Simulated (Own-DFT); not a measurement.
# Computed records: Hf36O71 (tetragonal hafnia with one neutral oxygen vacancy, atoms displaced)

All values are calculated (Own-DFT development build). A calculation, not a measurement: plane-wave PBE and HSE06 DFT by an unreviewed code, no spin, of a simulated cell at Gamma alone, so results move with cell size and shape, stress positive in tension, energies less offsets, not probed for a lower state with spin; hafnium file: forces about 75 meV/angstrom off all-electron values; oxygen file: force components 24 meV/angstrom off all-electron in a glass; k mesh not checked against a denser one; forces and stress are PBE's, HSE06 gives the energy alone, and its difference from PBE has offsets of its own; offsets are fitted by least squares, one for each functional and potential file, so energies compare only between cells with the same atoms and settings and are not formation energies; the far tail of each file's local potential was reset to the Coulomb form; each entry is a single point on an unrelaxed cell, so the pressure reflects the starting lattice, taken from the Materials Project, from which strain is counted, and rises with the displacements; printed positions are rounded, which can move forces by about a meV/angstrom; the program is a retired in-house code; no spin-orbit coupling.

```yaml
- formula: Hf36O71
  kind: "tetragonal hafnia with one neutral oxygen vacancy, atoms displaced"
  structure:
    cell_angstrom: [[10.78, 0.0, 0.0], [0.0, 10.78, 0.0], [0.0, 0.0, 10.4493]]
    atoms_fractional:
      - [Hf, 0.00788, 0.99972, 0.98788]
      - [Hf, 0.17359, 0.1708, 0.24655]
      - [O, 0.0008, 0.16462, 0.15224]
      - [O, 0.15756, 0.99969, 0.35199]
      - [O, 0.99865, 0.17872, 0.4008]
      - [O, 0.17394, 0.99775, 0.09127]
      - [Hf, 0.99815, 0.99968, 0.50922]
      - [Hf, 0.1659, 0.16021, 0.7569]
      - [O, 0.00454, 0.16008, 0.65443]
      - [O, 0.1733, 0.01274, 0.83594]
      - [O, 0.17067, 0.00891, 0.60506]
      - [Hf, 0.00988, 0.34609, 0.99719]
      - [Hf, 0.1595, 0.49739, 0.25881]
      - [O, 0.00755, 0.48758, 0.15873]
      - [O, 0.16434, 0.32799, 0.34132]
      - [O, 0.01123, 0.51433, 0.40517]
      - [O, 0.17393, 0.33337, 0.10138]
      - [Hf, 0.99193, 0.33413, 0.50326]
      - [Hf, 0.16986, 0.51231, 0.74053]
      - [O, 0.00678, 0.50291, 0.6431]
      - [O, 0.16284, 0.33119, 0.84283]
      - [O, 0.99248, 0.49925, 0.90302]
      - [O, 0.16814, 0.33233, 0.59293]
      - [Hf, 0.00532, 0.67076, 0.01862]
      - [Hf, 0.17977, 0.84843, 0.24527]
      - [O, 0.99376, 0.8396, 0.15129]
      - [O, 0.16475, 0.65337, 0.34813]
      - [O, 0.99981, 0.83534, 0.40524]
      - [O, 0.1661, 0.66516, 0.09598]
      - [Hf, 0.98038, 0.66238, 0.48697]
      - [Hf, 0.16442, 0.84074, 0.72567]
      - [O, 0.00455, 0.83392, 0.63934]
      - [O, 0.17048, 0.66239, 0.84978]
      - [O, 1.0e-05, 0.82095, 0.90395]
      - [O, 0.15682, 0.66945, 0.61455]
      - [Hf, 0.33338, 0.99623, 0.01005]
      - [Hf, 0.50012, 0.17211, 0.2623]
      - [O, 0.32847, 0.16017, 0.15681]
      - [O, 0.50319, 0.00548, 0.34585]
      - [O, 0.33805, 0.17101, 0.40594]
      - [O, 0.49883, 0.99965, 0.10132]
      - [Hf, 0.34877, 0.99719, 0.50415]
      - [Hf, 0.50314, 0.16081, 0.73395]
      - [O, 0.3301, 0.16197, 0.65297]
      - [O, 0.50792, 0.00113, 0.84865]
      - [O, 0.34652, 0.16432, 0.90071]
      - [O, 0.5016, 0.00058, 0.60942]
      - [Hf, 0.33991, 0.32535, 0.99872]
      - [Hf, 0.50034, 0.49292, 0.25117]
      - [O, 0.3375, 0.50137, 0.1557]
      - [O, 0.50404, 0.33952, 0.3376]
      - [O, 0.34276, 0.52089, 0.39974]
      - [O, 0.49673, 0.32646, 0.09961]
      - [Hf, 0.33169, 0.33221, 0.50748]
      - [Hf, 0.50886, 0.49727, 0.7628]
      - [O, 0.32135, 0.50153, 0.64958]
      - [O, 0.48988, 0.33973, 0.85285]
      - [O, 0.33492, 0.50082, 0.90243]
      - [O, 0.51214, 0.32939, 0.5984]
      - [Hf, 0.33144, 0.66101, 0.98741]
      - [Hf, 0.4978, 0.83055, 0.25425]
      - [O, 0.34228, 0.81915, 0.1548]
      - [O, 0.50744, 0.67408, 0.34727]
      - [O, 0.33397, 0.83763, 0.40713]
      - [O, 0.49686, 0.66356, 0.09703]
      - [Hf, 0.33246, 0.66583, 0.49701]
      - [Hf, 0.49853, 0.82936, 0.74263]
      - [O, 0.33573, 0.8351, 0.65597]
      - [O, 0.49744, 0.6659, 0.84084]
      - [O, 0.33916, 0.83706, 0.90618]
      - [O, 0.50565, 0.66921, 0.60318]
      - [Hf, 0.66123, 0.00675, 0.99865]
      - [Hf, 0.8354, 0.16524, 0.24978]
      - [O, 0.6736, 0.16598, 0.15623]
      - [O, 0.82313, 0.99705, 0.34049]
      - [O, 0.66588, 0.17698, 0.40883]
      - [O, 0.83075, 0.99611, 0.10469]
      - [Hf, 0.65716, 0.99108, 0.50591]
      - [Hf, 0.82795, 0.17583, 0.75381]
      - [O, 0.65775, 0.17137, 0.6558]
      - [O, 0.82686, 0.9958, 0.84703]
      - [O, 0.66932, 0.181, 0.90669]
      - [O, 0.83527, 0.00264, 0.61072]
      - [Hf, 0.6824, 0.33647, 0.99657]
      - [Hf, 0.83712, 0.49186, 0.24576]
      - [O, 0.66252, 0.50052, 0.15682]
      - [O, 0.82792, 0.33602, 0.34778]
      - [O, 0.66918, 0.4906, 0.38294]
      - [O, 0.81755, 0.33264, 0.11134]
      - [Hf, 0.67344, 0.34047, 0.50587]
      - [Hf, 0.82491, 0.50818, 0.73446]
      - [O, 0.65878, 0.49994, 0.63784]
      - [O, 0.81971, 0.33343, 0.84907]
      - [O, 0.66972, 0.50298, 0.92263]
      - [O, 0.8271, 0.3377, 0.60383]
      - [Hf, 0.653, 0.66589, 0.00625]
      - [Hf, 0.8329, 0.84222, 0.23649]
      - [O, 0.66125, 0.82229, 0.15059]
      - [O, 0.84593, 0.66635, 0.35211]
      - [O, 0.66416, 0.82917, 0.40223]
      - [O, 0.83224, 0.6716, 0.10437]
      - [Hf, 0.67392, 0.6766, 0.50219]
      - [Hf, 0.82879, 0.83344, 0.74148]
      - [O, 0.66422, 0.8484, 0.64572]
      - [O, 0.83339, 0.66123, 0.84264]
      - [O, 0.66037, 0.84137, 0.89825]
      - [O, 0.83583, 0.66411, 0.58907]
  settings:
    first_functional: PBE
    second_functional: HSE06
    exact_exchange_share: 0.25
    "screening [1/bohr]": 0.11
    exchange_divergence: Gygi-Baldereschi
    potential_files: "PseudoDojo norm-conserving, scalar-relativistic, made for PBE, standard set"
    "wave_cutoff [hartree]": 48.0
    occupations: fixed
    k_mesh: "1 x 1 x 1 centred on Gamma"
  results:
    "PBE_energy_of_cell_above_offsets [eV]": "-88.211"
    "HSE06_less_PBE_above_offsets [eV]": "0.444"
    "PBE_pressure [GPa]": 5.85
    "PBE_stress_xx [GPa]": -6.51
    "PBE_stress_yy [GPa]": -5.63
    "PBE_stress_zz [GPa]": -5.41
    "PBE_stress_yz [GPa]": -0.72
    "PBE_stress_xz [GPa]": 0.26
    "PBE_stress_xy [GPa]": 0.4
    force_element: [Hf, Hf, O, O, O, O, Hf, Hf, O, O, O, Hf, Hf, O, O, O, O, Hf, Hf, O, O, O, O, Hf, Hf, O, O, O, O, Hf, Hf, O, O, O, O, Hf, Hf, O, O, O, O, Hf, Hf, O, O, O, O, Hf, Hf, O, O, O, O, Hf, Hf, O, O, O, O, Hf, Hf, O, O, O, O, Hf, Hf, O, O, O, O, Hf, Hf, O, O, O, O, Hf, Hf, O, O, O, O, Hf, Hf, O, O, O, O, Hf, Hf, O, O, O, O, Hf, Hf, O, O, O, O, Hf, Hf, O, O, O, O]
    "force_x [eV/angstrom]": [-2.122, -2.609, 0.541, 0.958, -0.665, -2.232, 0.547, 0.192, -1.796, -1.201, 0.133, 0.772, 3.41, -1.821, 0.723, -0.559, -0.745, 1.94, -1.921, -2.813, -0.656, 0.01, -0.636, -1.697, -2.463, 3.153, 0.926, 0.01, 1.025, 5.044, 0.004, -2.284, 0.394, 0.345, 1.638, 3.443, 1.295, 1.843, -0.144, 0.288, 0.076, -3.072, -3.184, 1.249, 0.151, -0.845, -0.342, 0.181, -0.229, -1.331, -1.081, 0.14, 0.852, 0.199, -2.086, 3.969, 0.857, 0.158, -2.988, -0.572, 1.809, -1.756, -0.189, -0.227, -0.628, -0.662, 0.459, -0.112, 0.396, -0.149, -0.275, 0.15, -0.075, -1.723, 0.069, -0.423, 0.468, 3.195, 0.65, 3.859, 0.974, -0.214, -1.098, -3.429, -2.765, 1.147, 1.623, 0.448, 4.218, -1.638, 2.497, 1.251, 1.194, -0.786, 1.97, 1.86, -0.66, -0.129, -1.718, 0.174, 0.258, -2.953, 1.128, 0.709, -0.938, 0.406, -2.736]
    "force_y [eV/angstrom]": [-0.262, -0.125, -0.238, 0.815, -1.742, -0.96, 0.284, 5.481, 1.006, -5.765, -1.58, -1.7, -0.16, 0.134, 1.245, -6.17, -0.414, 0.266, -0.906, -0.687, 0.423, 0.822, -0.109, -0.381, -2.341, -0.244, 4.199, 0.668, 0.336, 3.773, -1.757, 0.963, 1.461, 2.352, 0.892, 0.959, 0.817, -0.183, -1.54, -0.881, 0.045, 1.825, 1.146, 0.615, 0.235, -0.732, -0.232, 1.068, 2.856, -0.086, -2.059, -4.155, -0.264, 0.899, -0.464, -0.176, -0.714, -1.199, 0.354, 0.544, -0.108, 1.346, -1.016, -0.05, 0.094, 0.393, 0.536, 0.472, 0.058, -0.157, 0.692, -0.004, -0.13, -0.662, 0.919, -1.723, 0.19, 2.053, -2.174, -0.751, 0.844, -3.197, -0.238, -0.174, 1.358, 0.554, -0.316, 1.934, 0.637, -0.097, -0.338, 0.732, 1.873, 0.292, -0.4, 2.125, -1.174, 0.693, -0.06, 1.661, -0.848, -2.567, 0.661, -1.407, 0.952, -1.921, 0.186]
    "force_z [eV/angstrom]": [0.934, 0.72, -0.807, -0.737, 0.845, 1.21, -1.512, -2.696, 0.399, 4.068, -1.574, 0.267, -1.269, -1.481, 1.592, -1.714, -1.005, -0.33, 1.95, 0.545, 1.006, 0.411, -0.725, -2.424, 1.095, -0.436, 0.507, -0.413, 0.972, 0.42, 2.717, 0.85, 0.389, -0.695, -2.08, -2.927, -2.592, -0.454, 2.215, 0.034, 0.164, -0.359, 4.741, -0.971, -0.842, 0.75, -0.936, 0.027, -1.515, -0.128, 2.646, 0.155, -0.063, 0.027, -1.096, -1.111, -1.099, -0.625, 0.074, 1.701, -1.085, -0.033, 0.751, -0.699, -0.448, 1.542, 3.203, -1.479, 1.122, -0.336, -0.875, -0.018, 0.154, 0.172, 1.929, 0.394, -1.855, -2.187, 0.199, -1.118, 0.169, -1.262, -1.682, 2.069, 0.249, -1.017, 1.197, 2.832, -0.031, -3.208, 2.191, 1.503, -0.564, -3.686, 0.746, 0.784, 0.844, 0.307, -1.063, 0.34, -0.539, -2.548, 2.626, -0.254, -1.525, -0.032, 3.402]
```
